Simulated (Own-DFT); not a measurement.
# A pressure from energies alone: monoclinic HfO2, 94 atoms (Hf32O62), with two O vacancies

These are calculations. Each geometry was run twice at fixed positions with Own-DFT, a retired in-house plane-wave program that no person has reviewed: with PBE, and with HSE06 (exact exchange share 0.25 at short range, screening 0.11 per bohr, Gygi-Baldereschi treatment of its divergence). Both used PseudoDojo norm-conserving files made for PBE, a cutoff of 48 hartree, the Gamma point alone, fixed occupations, a neutral cell and no spin. With Gamma alone and a thickness of 10.1 Å, finite-size errors remain in every number. The hafnium file keeps the 4f electrons in the core, and its forces lie about 75 meV/Å off all-electron values. The oxygen file's force components were 24 meV/Å off all-electron values in a glass.

Unstrained cell vectors in Å: (10.234, 0.000, 0.000); (0.000, 10.350, 0.000); (-1.695, 0.000, 10.445), volume V0 = 1106.4 Å³, from measured lattice constants. Each geometry has its own random strain of a few per cent, its own defect sites and random moves of rms u per axis. HSE06 gave the energy alone. D is its energy less that of PBE, over the lowest D shown. The PBE stress wasn't checked against mesh or cutoff.

| run | V - V0 (Å³) | u (Å) | P with PBE (GPa) | D (eV) |
|---|---|---|---|---|
| 1 | -23.6 | 0.0305 | 9.39 | 0.538 |
| 2 | -4.7 | 0.0491 | 5.58 | 1.255 |
| 3 | 33.2 | 0.0487 | -0.71 | 1.939 |
| 4 | 26.3 | 0.0468 | 0.27 | 1.835 |
| 5 | -18.7 | 0.0487 | 9.65 | 0.795 |
| 6 | -21.8 | 0.0287 | 8.46 | 0.594 |
| 7 | -45.9 | 0.0296 | 14.96 | 0.000 |
| 8 | 18.4 | 0.0538 | 0.99 | 1.908 |
| 9 | -29.6 | 0.0532 | 11.47 | 0.566 |
| 10 | -17.8 | 0.0482 | 9.17 | 0.819 |
| 11 | 9.4 | 0.0320 | 1.41 | 1.372 |
| 12 | -27.2 | 0.0307 | 10.29 | 0.405 |
| 13 | -6.4 | 0.0306 | 6.04 | ? |

## Analysis

D = 0.98 + 0.0238 (V - V0) + 121 u² eV, with an error of 0.0010 on the volume slope, 31 on the last term and a scatter of 0.08 eV. Pressure is -dE/dV, and 1 eV/Å³ is 160.2 GPa, so HSE06 changes the pressure by -3.8 ± 0.2 GPa. With the ions held to the strained lattice, the PBE pressure falls by 234 ± 11 GPa per unit of volume strain; the shape of the strain isn't fitted, so the true error is larger, and a relaxed crystal would be softer. On that slope HSE06's volume at a given pressure is about 1.6 % smaller, or 0.5 % in lengths. At u = 0 and V0 the PBE pressure is 3.8 GPa, which puts the zero-pressure volume, against the measured cell and with the defects in, at +1.6 % for PBE and -0.0 % for HSE06, each good to a few tenths of a per cent.

## The run left out

Asked: what D should run 13 give?

The fit gives 0.94 eV, with rows scattering by 0.08. DFT gave 0.916 eV.
